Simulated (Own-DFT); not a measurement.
# Biaxial strain at fixed height in diamond-structure GeSn with randomly placed atoms, 64 atoms (Ge56Sn8)

Calculated, not measured: single-point runs of Own-DFT, a retired in-house plane-wave DFT program that no person has reviewed, on unrelaxed cells, without spin or spin-orbit coupling.

Method: PBE; PseudoDojo norm-conserving scalar-relativistic files; cutoff 49 hartree; 3 x 3 x 3 k mesh centred on Gamma; Fermi-Dirac smearing of 0.1 eV.

Keep in mind: forces on such cells moved up to 12 meV/angstrom on a denser k mesh; stress not checked against mesh or cutoff.

Unstrained cell vectors in Å: (11.524, 0.000, 0.000); (0.000, 11.524, 0.000); (0.000, 0.000, 11.524). The unstrained cell has measured lattice constants (interpolated for alloys), not those of this functional. That, the random moves and any unrelaxed bonds set the pressure at no strain. Each run strains x and y alike by e, as a substrate would, and holds the height along z. All atoms carry random offsets, Gaussian with a width of 0.05 Å per axis. The random placing of the alloy's atoms differs from row to row. Stress is positive in tension.

```
e (%),u (Å),(s_xx + s_yy)/2 (GPa),s_zz (GPa)
-2.50,0.047,-10.08,-8.63
-2.25,0.052,-9.42,-7.89
-1.50,0.048,-7.93,-7.05
-0.75,0.055,?,?
0.25,0.050,-4.69,-4.92
0.75,0.053,-4.18,-4.49
2.00,0.049,-1.99,-3.02
2.25,0.054,-1.75,-2.99
2.50,0.052,-1.28,-2.64
2.75,0.053,-1.20,-2.50
```

## Working it out

With e as a fraction, the in-plane stress is -5.2 + 172 e - 789 e² GPa (errors 2 and 181, scatter 0.13), and s_zz is -5.2 + 115 e - 560 e² GPa (slope ± 2, scatter 0.13). At e = 0 the first slope is C11 + C12 and the second 2 C12, both with the ions held to the strained lattice and at the cell's own pressure. The term in e² is negative: the layer stiffens under compression and softens under tension. A free layer would change its height as e changes, and the in-plane slope would drop by 2 C12²/C11 to the biaxial modulus. At fixed height, a misfit of 1 % moves the in-plane stress by about 1.7 GPa and s_zz by 1.2 GPa.

## Prediction

Asked: what are the two stresses at e = -0.75 %?

Estimate: -6.5 and -6.1 GPa. Computed: -6.67 and -6.32 GPa.
